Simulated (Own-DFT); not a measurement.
# Computed records: GaP (zincblende, atoms displaced)

Computed with Own-DFT development build. A calculation, not a measurement: plane-wave PBE density functional theory by an unreviewed code, no spin, of a simulated periodic cell, stress positive in tension, free energy of the whole cell less one offset for each atom, forces on such cells passed a denser k mesh, this cell's mesh not checked; offsets are fitted by least squares, one for each functional and potential file, so energies compare only between cells with the same atoms and settings and are not formation energies; the far tail of each file's local potential was reset to the Coulomb form; each entry is a single point on an unrelaxed cell, so the pressure reflects the starting lattice, mostly measured values (interpolated for alloys), from which strain is counted, and rises with the displacements; printed positions are rounded, which can move forces by about a meV/angstrom; the program, named Own-DFT, is a retired in-house code; no spin-orbit coupling.

### GaP (zincblende, atoms displaced)

```
cell vectors (Å)
  10.9010     0.0000     0.0000
   0.0000    10.9010     0.0000
   0.0000     0.0000    10.9010
atoms (fractions of the cell vectors)
Ga  0.99832  0.01315  0.00108
Ga  0.97975  0.25259  0.26512
Ga  0.23985  0.00738  0.24753
Ga  0.24274  0.26560  0.99945
P   0.11966  0.13030  0.10992
P   0.13477  0.39178  0.38136
P   0.36519  0.12076  0.39105
P   0.37946  0.36868  0.13512
Ga  0.01033  0.01247  0.50135
Ga  0.01895  0.25915  0.75029
Ga  0.23771  0.01603  0.73557
Ga  0.24642  0.23776  0.48161
P   0.12292  0.14044  0.63719
P   0.13282  0.37953  0.87426
P   0.37586  0.13189  0.87567
P   0.37169  0.37482  0.62997
Ga  0.01563  0.50067  0.99666
Ga  0.00542  0.76210  0.23920
Ga  0.26126  0.48530  0.23857
Ga  0.23989  0.75266  0.00188
P   0.09976  0.63637  0.13525
P   0.14069  0.87210  0.39268
P   0.36798  0.63125  0.36726
P   0.36988  0.89330  0.11244
Ga  0.99163  0.50456  0.49544
Ga  0.00414  0.75454  0.74904
Ga  0.26510  0.50448  0.75722
Ga  0.23946  0.74312  0.49865
P   0.12997  0.62298  0.62536
P   0.11223  0.86316  0.88971
P   0.38611  0.59920  0.86943
P   0.37481  0.87211  0.61532
Ga  0.50217  0.99212  0.98885
Ga  0.49606  0.26751  0.24644
Ga  0.75542  0.00663  0.25178
Ga  0.74243  0.24364  0.99881
P   0.62419  0.12505  0.12673
P   0.62092  0.37778  0.37274
P   0.85969  0.14413  0.36274
P   0.87897  0.38157  0.13806
Ga  0.50845  0.00584  0.49480
Ga  0.50366  0.23804  0.75799
Ga  0.75062  0.01381  0.76050
Ga  0.73988  0.24857  0.50224
P   0.62387  0.12803  0.62240
P   0.61716  0.37541  0.87837
P   0.88043  0.12482  0.88392
P   0.87575  0.37955  0.61055
Ga  0.49213  0.47981  0.00292
Ga  0.50629  0.75217  0.26311
Ga  0.76353  0.50469  0.26265
Ga  0.74273  0.73906  0.99963
P   0.61896  0.61250  0.14245
P   0.63056  0.85605  0.37159
P   0.87207  0.62011  0.39015
P   0.86819  0.87564  0.13061
Ga  0.49855  0.48282  0.49713
Ga  0.49308  0.74709  0.73257
Ga  0.75374  0.51589  0.75888
Ga  0.74707  0.74936  0.48762
P   0.61639  0.63149  0.64092
P   0.62924  0.86311  0.86910
P   0.87896  0.63031  0.87886
P   0.87407  0.86978  0.62466
```

It was run with functional PBE, potential files PseudoDojo norm-conserving, scalar-relativistic, standard set, wave cutoff 42 hartree, occupations Fermi-Dirac, smearing width 0.1 eV and k mesh 3 x 3 x 3 centred on Gamma.

Results for GaP (zincblende, atoms displaced): free energy of cell above offsets -23.332 eV; pressure 5.56 GPa; stress xx -5.82 GPa; stress yy -5.59 GPa; stress zz -5.26 GPa; stress yz -0.32 GPa; stress xz -0.32 GPa; stress xy 1.8 GPa.

Force:
```csv
element,x (eV/Å),y (eV/Å),z (eV/Å)
Ga,-0.249,-2.723,0.406
Ga,3.921,2.261,-2.249
Ga,0.53,-0.279,-0.126
Ga,1.406,-1.628,0.562
P,0.313,1.087,2.586
P,-0.93,-1.653,-0.693
P,2.408,-1.169,-3.471
P,-1.889,0.075,-3.263
Ga,-1.366,-0.656,0.141
Ga,-3.341,1.111,0.918
Ga,2.117,-2.676,2.267
Ga,-1.554,3.213,3.024
P,0.1,-0.49,-3.457
P,-0.103,1.125,-0.469
P,-1.113,-0.978,0.365
P,0.252,-1.541,-0.734
Ga,-1.91,0.325,0.722
Ga,-1.899,1.969,3.673
Ga,-1.984,3.059,1.612
Ga,1.391,-1.16,0.733
P,4.212,-3.228,-2.239
P,-2.651,2.325,-2.983
P,0.313,-1.213,0.494
P,-0.057,-1.77,1.552
Ga,2.183,-0.401,1.192
Ga,-0.303,-0.559,-0.448
Ga,-2.389,-1.327,-2.426
Ga,2.265,-1.19,1.081
P,-0.848,-0.552,0.968
P,0.289,2.323,-1.674
P,0.742,3.982,2.385
P,-0.785,1.053,0.193
Ga,0.48,0.752,-0.075
Ga,1.885,-3.495,2.171
Ga,-1.115,-1.072,-0.403
Ga,0.684,1.176,0.558
P,-1.005,-0.323,0.136
P,1.142,-0.37,-0.078
P,-0.442,-2.962,3.431
P,-0.276,-0.141,-2.08
Ga,-0.161,-1.639,0.183
Ga,-0.376,1.664,-1.053
Ga,0.179,-1.542,-0.95
Ga,0.358,1.082,-0.307
P,0.255,-0.661,0.906
P,1.764,-0.659,-0.708
P,-0.492,1.808,-1.538
P,-0.504,-0.703,2.206
Ga,1.018,1.353,0.734
Ga,-2.232,-0.799,-2.509
Ga,-1.158,-0.472,-0.721
Ga,-0.11,0.021,1.178
P,0.182,0.341,-1.366
P,0.105,4.432,0.198
P,0.448,2.085,-1.911
P,0.132,0.532,-1.026
Ga,-0.858,2.081,1.067
Ga,-1.222,1.306,2.462
Ga,-0.486,-1.155,-0.608
Ga,0.636,-0.9,3.236
P,2.178,-2.201,-3.333
P,-0.691,0.823,-0.201
P,0.746,-0.518,0.15
P,-0.138,1.439,-0.391
```
